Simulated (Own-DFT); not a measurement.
Simulation results for Si12O23 (quartz with two neutral oxygen vacancies, atoms displaced)

All values are calculated (Own-DFT development build). A calculation, not a measurement: plane-wave PBE and HSE06 DFT by an unreviewed code, no spin, of a simulated cell at Gamma alone, so results move with cell size and shape, stress positive in tension, energies less offsets, not probed for a lower state with spin; oxygen file: force components 24 meV/angstrom off all-electron in a glass; k mesh not checked against a denser one; forces and stress are PBE's, HSE06 gives the energy alone, and its difference from PBE has offsets of its own; offsets are fitted by least squares, one for each functional and potential file, so energies compare only between cells with the same atoms and settings and are not formation energies; the far tail of each file's local potential was reset to the Coulomb form; each entry is a single point on an unrelaxed cell, so the pressure reflects the starting lattice, mostly measured values (interpolated for alloys), from which strain is counted, and rises with the displacements; printed positions are rounded, which can move forces by about a meV/angstrom; the program, named Own-DFT, is a retired in-house code; no spin-orbit coupling.

Settings shared by all entries: first functional PBE; second functional HSE06; exact exchange share 0.25; screening 0.11 1/bohr; exchange divergence Gygi-Baldereschi; potential files PseudoDojo norm-conserving, scalar-relativistic, made for PBE, standard set; wave cutoff 48 hartree; occupations fixed; k mesh 1 x 1 x 1 centred on Gamma.

(1) Si12O23 (quartz with two neutral oxygen vacancies, atoms displaced)

```cif
# cell vector a (Å): 9.8268 0.0000 0.0000
# cell vector b (Å): -4.9134 8.5103 0.0000
# cell vector c (Å): 0.0000 0.0000 10.8104
data_Si12O23
_symmetry_space_group_name_H-M 'P 1'
_symmetry_Int_Tables_number 1
_cell_length_a 9.8268
_cell_length_b 9.8268
_cell_length_c 10.8104
_cell_angle_alpha 90.000
_cell_angle_beta 90.000
_cell_angle_gamma 120.000
_cell_volume 904.06
loop_
_atom_site_label
_atom_site_type_symbol
_atom_site_fract_x
_atom_site_fract_y
_atom_site_fract_z
_atom_site_occupancy
Si1 Si 0.23812 0.00089 0.00558 1
Si2 Si 0.99690 0.23781 0.32718 1
Si3 Si 0.26724 0.25601 0.16465 1
O1 O 0.20571 0.13886 0.06670 1
O2 O 0.42709 0.28250 0.22380 1
O3 O 0.36346 0.07303 0.39273 1
O4 O 0.08245 0.37868 0.44528 1
O5 O 0.13360 0.21184 0.27729 1
O6 O 0.29956 0.43290 0.11139 1
Si4 Si 0.22972 0.99536 0.50223 1
Si5 Si 0.99834 0.23669 0.82569 1
Si6 Si 0.26363 0.26897 0.66434 1
O7 O 0.20878 0.14226 0.55938 1
O8 O 0.42663 0.29653 0.73028 1
O9 O 0.37799 0.07442 0.89648 1
O10 O 0.07011 0.35261 0.93873 1
O11 O 0.12714 0.20157 0.76936 1
O12 O 0.29193 0.41752 0.60422 1
Si7 Si 0.23238 0.49932 0.99743 1
Si8 Si 0.99057 0.72882 0.33323 1
Si9 Si 0.26448 0.76681 0.17015 1
O13 O 0.20358 0.61968 0.06472 1
O14 O 0.41908 0.79238 0.21775 1
O15 O 0.37406 0.57261 0.39325 1
O16 O 0.07296 0.86252 0.44093 1
O17 O 0.12812 0.70303 0.26708 1
O18 O 0.30513 0.94192 0.10628 1
Si10 Si 0.23462 0.50169 0.50093 1
Si11 Si 0.99987 0.73653 0.82811 1
Si12 Si 0.26828 0.76469 0.67236 1
O19 O 0.21785 0.63652 0.57045 1
O20 O 0.42576 0.78585 0.72859 1
O21 O 0.36096 0.57191 0.89334 1
O22 O 0.07373 0.86969 0.93894 1
O23 O 0.12342 0.71054 0.77425 1
O24 O 0.29883 0.93033 0.60999 1
Si13 Si 0.73279 0.00378 0.00313 1
Si14 Si 0.49319 0.21877 0.33131 1
Si15 Si 0.76248 0.26766 0.16170 1
O25 O 0.70496 0.12799 0.06289 1
O26 O 0.93578 0.29760 0.21997 1
O27 O 0.84394 0.06169 0.39377 1
O28 O 0.57736 0.36598 0.43791 1
O29 O 0.62361 0.20255 0.26856 1
O30 O 0.79981 0.43709 0.10638 1
Si16 Si 0.72839 0.99317 0.49529 1
Si17 Si 0.51092 0.23729 0.83314 1
Si18 Si 0.76896 0.27026 0.66863 1
O31 O 0.93169 0.29366 0.72037 1
O32 O 0.87043 0.06504 0.89283 1
O33 O 0.57818 0.36896 0.93658 1
O34 O 0.63889 0.20662 0.76923 1
O35 O 0.79178 0.41726 0.60791 1
Si19 Si 0.72694 0.49901 0.99110 1
Si20 Si 0.50836 0.74543 0.33774 1
Si21 Si 0.75827 0.75829 0.16522 1
O36 O 0.70151 0.63040 0.06681 1
O37 O 0.92581 0.79702 0.22359 1
O38 O 0.86686 0.57578 0.39948 1
O39 O 0.57514 0.86818 0.44225 1
O40 O 0.63424 0.71257 0.27147 1
O41 O 0.79539 0.92701 0.10435 1
Si22 Si 0.73881 0.51065 0.50845 1
Si23 Si 0.50229 0.73851 0.82985 1
Si24 Si 0.75656 0.76017 0.66683 1
O42 O 0.71602 0.63474 0.55855 1
O43 O 0.92254 0.79383 0.72576 1
O44 O 0.86112 0.58276 0.89252 1
O45 O 0.58290 0.85981 0.93891 1
O46 O 0.63757 0.70697 0.77138 1
```

* PBE energy of cell above offsets: -14.666 eV
* HSE06 less PBE above offsets: -0.022 eV
* PBE pressure: 10.76 GPa
* PBE stress xx: -12.02 GPa
* PBE stress yy: -9.41 GPa
* PBE stress zz: -10.84 GPa
* PBE stress yz: -2.61 GPa
* PBE stress xz: 1.37 GPa
* PBE stress xy: -0.57 GPa

Force:
```
element  x (eV/Å)  y (eV/Å)  z (eV/Å)
     Si      -2.6     1.479    -3.895
     Si     1.087    -0.923     4.216
     Si    -2.546     7.794     5.444
      O     0.783    -6.665    -6.545
      O    -0.231     0.323    -0.318
      O    -1.384    -3.905     2.021
      O    -3.843    -5.179    -3.743
      O       1.3     -0.55    -0.429
      O     0.323    -1.586     -0.38
     Si     0.018     2.316     0.803
     Si     1.324    -3.466     2.442
     Si     2.212    -3.382     3.805
      O     1.171    -3.489    -2.311
      O     0.728    -0.243     0.389
      O    -0.556    -0.065     0.555
      O    -0.001     2.192     1.441
      O     1.057     0.021    -0.475
      O    -1.979     5.542     -2.18
     Si     1.753    -3.637     1.258
     Si     1.175     2.145    -1.646
     Si    -2.687    -0.709    -4.337
      O    -2.938     3.944     1.725
      O     6.016     0.784     4.027
      O    -0.564     1.061     0.501
      O     -0.56    -0.509    -0.244
      O    -2.013    -0.308     1.828
      O      2.12     -3.18     3.235
     Si     4.305     2.239     0.916
     Si    -5.169     2.263     3.531
     Si    -2.359     1.611     0.457
      O    -0.554    -1.095    -1.436
      O    -1.317      1.69    -1.666
      O      1.54     1.692     -2.24
      O      0.65     0.508     0.426
      O     6.981    -0.971    -3.147
      O     0.085    -0.502     0.219
     Si     4.672    -2.653    -2.775
     Si    -1.184     6.008     1.702
     Si     0.497     1.071     1.544
      O    -2.486     2.491     0.803
      O    -3.442     0.356    -1.719
      O     5.218      5.65     -6.61
      O     0.433     0.019     0.126
      O     4.768    -0.429    -2.142
      O    -0.384    -0.931    -0.757
     Si     0.317     2.325     10.83
     Si    -3.288    -1.531    -1.532
     Si     3.153    -5.495    -2.576
      O    -0.912     1.345    -0.981
      O     -1.23     1.186     -0.16
      O    -2.251    -2.342    -0.679
      O    -0.973    -0.964     2.227
      O    -1.961      5.28    -2.194
     Si      2.54     3.881     4.933
     Si    -2.375    -3.789    -3.637
     Si     0.613     4.055     0.381
      O      0.23    -3.285    -3.269
      O     0.772    -0.466     0.966
      O     0.363    -1.132    -0.063
      O    -4.174    -2.392    -0.713
      O    -0.812    -0.382     1.493
      O     0.045    -0.448     0.843
     Si     3.174    -9.027    -4.324
     Si      2.23    -3.032      3.05
     Si     1.128     5.293    -3.515
      O    -4.334     3.761     2.291
      O     0.082     0.314    -0.682
      O     0.658    -0.505    -0.871
      O    -1.281     0.503     0.501
      O    -3.136     -1.98     3.249
```

(2) Si12O23 (quartz with two neutral oxygen vacancies, atoms displaced)

```cif
# cell vector a (Å): 9.8268 0.0000 0.0000
# cell vector b (Å): -4.9134 8.5103 0.0000
# cell vector c (Å): 0.0000 0.0000 10.8104
data_Si12O23
_symmetry_space_group_name_H-M 'P 1'
_symmetry_Int_Tables_number 1
_cell_length_a 9.8268
_cell_length_b 9.8268
_cell_length_c 10.8104
_cell_angle_alpha 90.000
_cell_angle_beta 90.000
_cell_angle_gamma 120.000
_cell_volume 904.06
loop_
_atom_site_label
_atom_site_type_symbol
_atom_site_fract_x
_atom_site_fract_y
_atom_site_fract_z
_atom_site_occupancy
Si1 Si 0.25109 0.01000 0.99839 1
Si2 Si 0.00152 0.22529 0.33179 1
Si3 Si 0.26296 0.26893 0.17326 1
O1 O 0.20279 0.12929 0.05704 1
O2 O 0.42633 0.28956 0.23316 1
O3 O 0.37220 0.07402 0.39263 1
O4 O 0.05959 0.36261 0.44369 1
O5 O 0.12618 0.20559 0.27659 1
O6 O 0.28495 0.41094 0.11206 1
Si4 Si 0.24098 0.00549 0.51066 1
Si5 Si 0.00425 0.23536 0.83031 1
Si6 Si 0.26501 0.26615 0.66731 1
O7 O 0.20088 0.12917 0.56027 1
O8 O 0.37650 0.07728 0.89098 1
O9 O 0.08159 0.37388 0.94561 1
O10 O 0.29224 0.42458 0.60816 1
Si7 Si 0.23119 0.49525 0.00191 1
Si8 Si 0.00098 0.74093 0.32615 1
Si9 Si 0.25453 0.76535 0.17069 1
O11 O 0.21928 0.64445 0.06299 1
O12 O 0.43349 0.79465 0.22213 1
O13 O 0.36076 0.57271 0.39715 1
O14 O 0.07637 0.87005 0.44009 1
O15 O 0.13696 0.71359 0.27647 1
O16 O 0.29260 0.92564 0.11439 1
Si10 Si 0.23620 0.50386 0.50715 1
Si11 Si 0.99500 0.72643 0.83348 1
Si12 Si 0.26813 0.76471 0.66213 1
O17 O 0.20342 0.63296 0.56096 1
O18 O 0.42584 0.78983 0.72521 1
O19 O 0.37084 0.58053 0.89546 1
O20 O 0.06949 0.86265 0.93896 1
O21 O 0.13724 0.70619 0.77346 1
O22 O 0.29257 0.93196 0.60915 1
Si13 Si 0.74121 0.01167 0.99612 1
Si14 Si 0.49379 0.23520 0.33833 1
Si15 Si 0.76716 0.26353 0.17324 1
O23 O 0.71815 0.14629 0.06485 1
O24 O 0.92838 0.29769 0.22707 1
O25 O 0.86365 0.06862 0.39465 1
O26 O 0.58087 0.36251 0.43471 1
O27 O 0.63940 0.21106 0.27154 1
O28 O 0.79669 0.42649 0.10643 1
Si16 Si 0.73630 0.99156 0.49795 1
Si17 Si 0.50373 0.23274 0.84095 1
Si18 Si 0.76862 0.27666 0.66350 1
O29 O 0.70376 0.12404 0.55840 1
O30 O 0.93643 0.30576 0.72343 1
O31 O 0.86701 0.07551 0.88777 1
O32 O 0.58266 0.36838 0.94453 1
O33 O 0.63507 0.21012 0.78066 1
O34 O 0.79314 0.43250 0.60972 1
Si19 Si 0.73428 0.49560 0.00130 1
Si20 Si 0.49810 0.73574 0.32101 1
Si21 Si 0.77722 0.76877 0.16240 1
O35 O 0.70460 0.63738 0.06111 1
O36 O 0.92685 0.78949 0.22936 1
O37 O 0.85500 0.57591 0.39716 1
O38 O 0.57400 0.87694 0.44465 1
O39 O 0.63032 0.70865 0.27087 1
O40 O 0.79293 0.93070 0.11023 1
Si22 Si 0.73339 0.48719 0.50297 1
Si23 Si 0.50080 0.72819 0.82972 1
Si24 Si 0.77571 0.76813 0.66919 1
O41 O 0.70872 0.64073 0.56519 1
O42 O 0.92952 0.80109 0.72129 1
O43 O 0.86743 0.56677 0.89536 1
O44 O 0.57566 0.86328 0.94155 1
O45 O 0.62966 0.69625 0.77898 1
O46 O 0.79260 0.92455 0.60634 1
```

- PBE energy of cell above offsets: -14.554 eV
- HSE06 less PBE above offsets: 0.172 eV
- PBE pressure: 9.71 GPa
- PBE stress xx: -10.35 GPa
- PBE stress yy: -9.67 GPa
- PBE stress zz: -9.1 GPa
- PBE stress yz: 2.49 GPa
- PBE stress xz: -1.91 GPa
- PBE stress xy: 0.35 GPa

Force:
```
element  x (eV/Å)  y (eV/Å)  z (eV/Å)
     Si    -2.909    -4.011     1.348
     Si    -8.548     3.033     4.096
     Si     3.597     -6.91     1.196
      O     0.015     1.663     1.545
      O    -3.163     0.984    -2.651
      O    -1.589    -2.477     2.413
      O     1.821     0.742     0.305
      O     7.104    -1.241    -2.906
      O    -2.824     7.045    -3.833
     Si    -1.237    -1.399    -6.427
     Si     2.358     1.909    -1.649
     Si     0.384     -1.62     3.967
      O    -1.491     2.153     0.831
      O    -0.768    -3.876     1.515
      O    -3.633    -4.942    -3.092
      O     0.306     1.212     0.077
     Si     3.586     5.473     2.288
     Si     1.779    -2.427     8.062
     Si     5.654     0.303    -1.093
      O     0.208    -2.609    -1.405
      O    -4.955       1.2    -3.267
      O     1.081     1.404    -1.558
      O     0.468     0.228    -0.184
      O    -1.151    -1.702     2.075
      O    -1.269     3.172    -2.109
     Si    -1.458    -2.855    -3.173
     Si     1.016     2.398    -1.067
     Si    -0.886     1.247     2.201
      O    -1.011     0.186    -0.493
      O     0.462     0.321    -0.338
      O    -1.486    -3.492      2.04
      O     1.571     1.681     0.827
      O    -0.748    -0.068     -0.12
      O     2.893    -2.089     3.182
     Si    -1.083    -2.846     1.959
     Si     4.627    -2.028    -2.635
     Si    -0.138     3.027    -0.742
      O     0.404    -3.129    -3.545
      O     3.031    -0.203     1.433
      O     1.788     0.504    -1.983
      O     -0.92      1.57     3.087
      O    -3.939    -1.045     3.146
      O     0.116     0.474     0.568
     Si    -0.862     1.768     1.624
     Si    -1.633     4.563    -3.168
     Si     2.658    -6.164     1.255
      O    -1.014     3.604     2.424
      O    -1.219     0.061     0.002
      O     0.295    -0.106    -0.227
      O    -3.106    -2.851    -1.316
      O     2.816     0.328    -2.387
      O     1.502     0.315     2.313
     Si     1.387      3.68      2.67
     Si     0.983    -0.337      7.14
     Si    -4.927     0.672     0.967
      O     1.395    -2.378    -1.979
      O    -1.849     2.065    -3.625
      O      2.41     2.085    -2.464
      O    -2.156    -4.567    -3.535
      O     3.519     -0.14     -1.42
      O     0.384       0.8    -0.694
     Si    -4.218     6.099    -1.944
     Si    -0.815       3.3     1.198
     Si    -6.487    -0.912    -0.886
      O     1.258    -4.144    -2.368
      O     6.163      0.08     3.829
      O     -0.12    -0.228    -0.657
      O     0.234     1.151    -0.253
      O     3.255     0.415    -1.908
      O      1.08    -0.123     1.521
```

(3) Si12O23 (quartz with two neutral oxygen vacancies, atoms displaced)

```cif
# cell vector a (Å): 9.8268 0.0000 0.0000
# cell vector b (Å): -4.9134 8.5103 0.0000
# cell vector c (Å): 0.0000 0.0000 10.8104
data_Si12O23
_symmetry_space_group_name_H-M 'P 1'
_symmetry_Int_Tables_number 1
_cell_length_a 9.8268
_cell_length_b 9.8268
_cell_length_c 10.8104
_cell_angle_alpha 90.000
_cell_angle_beta 90.000
_cell_angle_gamma 120.000
_cell_volume 904.06
loop_
_atom_site_label
_atom_site_type_symbol
_atom_site_fract_x
_atom_site_fract_y
_atom_site_fract_z
_atom_site_occupancy
Si1 Si 0.23428 0.99939 0.00002 1
Si2 Si 0.00258 0.24133 0.33175 1
Si3 Si 0.25881 0.26017 0.17169 1
O1 O 0.19909 0.12077 0.05942 1
O2 O 0.42266 0.29252 0.23047 1
O3 O 0.36317 0.06613 0.39139 1
O4 O 0.07373 0.36814 0.43905 1
O5 O 0.13345 0.19585 0.27710 1
O6 O 0.27685 0.42053 0.10268 1
Si4 Si 0.23466 0.00315 0.49155 1
Si5 Si 0.99488 0.22838 0.83159 1
Si6 Si 0.26539 0.26757 0.67097 1
O7 O 0.20983 0.13488 0.56143 1
O8 O 0.42907 0.28514 0.72849 1
O9 O 0.36795 0.08038 0.89314 1
O10 O 0.06889 0.36768 0.94401 1
O11 O 0.13105 0.20337 0.77583 1
O12 O 0.29416 0.42057 0.60982 1
Si7 Si 0.24438 0.50784 0.00370 1
Si8 Si 0.00102 0.73196 0.33389 1
Si9 Si 0.25934 0.76175 0.16705 1
O13 O 0.20793 0.63973 0.05987 1
O14 O 0.42170 0.79545 0.22790 1
O15 O 0.36488 0.56871 0.38668 1
O16 O 0.06734 0.86279 0.44009 1
O17 O 0.29310 0.93060 0.11254 1
Si10 Si 0.23257 0.50475 0.49563 1
Si11 Si 0.00064 0.72525 0.83378 1
Si12 Si 0.28416 0.76814 0.66850 1
O18 O 0.19986 0.62736 0.56559 1
O19 O 0.42842 0.78917 0.72748 1
O20 O 0.36496 0.58412 0.88364 1
O21 O 0.07712 0.86596 0.94753 1
O22 O 0.12742 0.69652 0.78276 1
O23 O 0.29838 0.92945 0.60784 1
Si13 Si 0.73548 0.99698 0.99414 1
Si14 Si 0.50123 0.22931 0.32986 1
Si15 Si 0.75406 0.25776 0.17104 1
O24 O 0.70015 0.12394 0.05935 1
O25 O 0.92098 0.28834 0.23204 1
O26 O 0.87296 0.07362 0.39592 1
O27 O 0.57413 0.36620 0.43497 1
O28 O 0.63997 0.21371 0.27039 1
O29 O 0.79400 0.42716 0.10867 1
Si16 Si 0.73831 0.00407 0.49726 1
Si17 Si 0.49699 0.22508 0.83243 1
Si18 Si 0.76586 0.26373 0.66835 1
O30 O 0.70590 0.12930 0.55784 1
O31 O 0.92497 0.28829 0.72760 1
O32 O 0.86728 0.07102 0.89329 1
O33 O 0.57928 0.36607 0.93278 1
O34 O 0.64022 0.20993 0.77807 1
O35 O 0.80291 0.42669 0.60958 1
Si19 Si 0.73509 0.49783 0.99802 1
Si20 Si 0.49473 0.73239 0.33332 1
Si21 Si 0.77746 0.76936 0.16742 1
O36 O 0.71637 0.63517 0.06320 1
O37 O 0.86457 0.56878 0.39417 1
O38 O 0.57573 0.85862 0.44088 1
O39 O 0.62155 0.70357 0.27130 1
O40 O 0.78914 0.92470 0.10359 1
Si22 Si 0.73113 0.49917 0.49779 1
Si23 Si 0.49437 0.72918 0.83173 1
Si24 Si 0.76957 0.76392 0.66851 1
O41 O 0.71495 0.64400 0.56097 1
O42 O 0.92373 0.80091 0.72243 1
O43 O 0.86235 0.56741 0.89801 1
O44 O 0.57427 0.86872 0.93791 1
O45 O 0.62022 0.69216 0.77110 1
O46 O 0.80276 0.93958 0.60825 1
```

- PBE energy of cell above offsets: -17.474 eV
- HSE06 less PBE above offsets: 0.149 eV
- PBE pressure: 8.31 GPa
- PBE stress xx: -9.72 GPa
- PBE stress yy: -7.5 GPa
- PBE stress zz: -7.71 GPa
- PBE stress yz: 1.29 GPa
- PBE stress xz: 1.43 GPa
- PBE stress xy: -1.82 GPa

Force:
```
element  x (eV/Å)  y (eV/Å)  z (eV/Å)
     Si     2.444    -0.559     0.086
     Si     1.406    -3.251     1.213
     Si     0.926    -0.305    -3.503
      O    -2.105     4.196     2.696
      O     0.422     0.109    -0.516
      O     2.292     1.579    -2.647
      O    -0.412     0.431     0.321
      O    -2.212     0.215      1.41
      O     3.705    -2.604     4.243
     Si    -1.137    -1.599     4.719
     Si     0.973      2.73     2.164
     Si     1.981    -2.796     0.513
      O     0.028    -0.356    -0.572
      O    -2.171     0.817     -2.01
      O    -1.297    -4.447     2.158
      O     0.954      0.19    -0.802
      O     0.783    -0.205     -0.02
      O    -2.257     4.028    -2.848
     Si    -4.477    -0.342    -5.191
     Si     -0.24     -0.16    -3.861
     Si    -2.411     1.963      2.56
      O     0.365    -1.557    -1.596
      O     0.204     0.174     0.471
      O    -1.345    -1.519     1.364
      O     0.244     1.055     0.839
      O     0.495     0.011    -0.044
     Si     2.765     -1.62     1.839
     Si    -4.357     2.734     1.472
     Si    -9.196     -0.41    -2.163
      O     0.034     0.943     0.165
      O     3.199     2.024     0.179
      O    -3.062    -6.699     4.447
      O    -1.655    -3.366    -2.736
      O     5.263     0.509    -3.409
      O     0.015    -0.722    -0.454
     Si    -0.684     0.387     1.884
     Si    -1.909     0.517      1.11
     Si     6.134     2.568    -7.923
      O    -0.575     1.485     1.173
      O    -1.481     0.773    -1.963
      O     0.546     1.046    -1.372
      O    -0.449    -0.715     0.196
      O    -4.627    -2.894      5.73
      O     0.297    -1.146     0.544
     Si     1.141    -2.469     0.631
     Si      2.08     3.948     -0.49
     Si    -0.004    -1.013    -0.744
      O    -1.854     2.114     1.059
      O     0.028     0.473    -0.881
      O     0.531    -0.689    -0.742
      O    -0.869     -0.07     0.799
      O     0.359    -1.012    -0.165
      O    -2.012     1.641    -1.905
     Si    -1.244    -1.224     2.639
     Si     0.473     1.342    -0.865
     Si     0.129    -0.323     3.018
      O    -0.582    -0.502      -0.8
      O     0.741     0.016    -0.568
      O    -0.483     1.091     0.951
      O     2.932    -0.038    -1.949
      O     0.948     -0.14     0.706
     Si     1.086     0.506     2.674
     Si     4.903     5.601     0.133
     Si    -6.484     2.355    -0.481
      O     0.496     -3.43    -2.896
      O     6.958    -0.186     4.619
      O     2.325     2.076    -3.133
      O    -1.135    -1.897    -1.447
      O     1.792     0.653    -1.037
      O     0.331    -2.037     1.009
```
